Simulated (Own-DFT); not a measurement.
# Which defects push the lattice out? D0_22 TiAl3

Source: density functional calculations with Own-DFT, an unreviewed in-house program that is no longer used. Nothing was measured or relaxed, and spin and spin-orbit coupling are left out.

Method: PBE; PseudoDojo norm-conserving scalar-relativistic files; cutoff 42 hartree; 4 x 4 x 4 k mesh centred on Gamma; cold (Marzari-Vanderbilt) smearing of 0.2 eV.

Keep in mind: forces on such cells failed a check on a denser k mesh; stress not checked against mesh or cutoff.

All runs share one cell, with vectors in Å (-2.365, -6.981, 4.326); (-7.667, 3.491, 1.442); (-2.950, -3.488, -7.241) and a volume of 625.4 Å³. Atoms were moved at random from their sites; u is the rms move along one axis. The defect's site can differ from row to row.

| cell | formula | u (Å) | P (GPa) |
|---|---|---|---|
| no defect | Al30Ti10 | 0.0200 | 1.99 |
| no defect | Al30Ti10 | 0.0200 | 1.98 |
| no defect | Al30Ti10 | 0.0427 | 2.43 |
| two Al on a Ti site each | Al32Ti8 | 0.0317 | 2.93 |
| two Al on a Ti site each | Al32Ti8 | 0.0499 | 3.34 |
| two Al on a Ti site each | Al32Ti8 | 0.0502 | 3.45 |
| two Al vacancies | Al28Ti10 | 0.0299 | 1.42 |
| two Al vacancies | Al28Ti10 | 0.0329 | 1.37 |
| two Al vacancies | Al28Ti10 | 0.0453 | 1.38 |
| one Ti vacancy | Al30Ti9 | 0.0266 | 1.78 |
| one Ti vacancy | Al30Ti9 | 0.0309 | 1.87 |
| one Ti vacancy | Al30Ti9 | 0.0463 | 2.03 |
| one Ti vacancy | Al30Ti9 | 0.0495 | ? |
| two Ti on an Al site each | Al28Ti12 | 0.0298 | 3.36 |
| two Ti on an Al site each | Al28Ti12 | 0.0310 | 3.36 |
| two Ti on an Al site each | Al28Ti12 | 0.0497 | 3.80 |

## Worked fit

P = P0 + c u² + a shift for each defect gives P0 = 1.92 GPa, c = 238 ± 39 GPa/Å² and a scatter of 0.10 GPa. The shifts, and each times the cell's volume:

- two Ti on an Al site each: 1.24 ± 0.08 GPa, 4.8 eV (2.4 eV for each of its 2 sites)
- two Al on a Ti site each: 0.84 ± 0.09 GPa, 3.3 eV (1.6 eV for each of its 2 sites)
- one Ti vacancy: -0.33 ± 0.08 GPa, -1.3 eV
- two Al vacancies: -0.86 ± 0.08 GPa, -3.3 eV (-1.7 eV for each of its 2 sites)

Against the defect-free cell, a freed cell would be larger where the shift is positive and smaller where it is negative (160.2 GPa Å³ is 1 eV). The atoms around the defects weren't relaxed, which would change these numbers.

## Prediction

Asked: what pressure belongs in the blank (one Ti vacancy, u = 0.0495 Å)?

Estimate: 2.17 ± 0.12 GPa. The hidden result is 2.26 GPa.
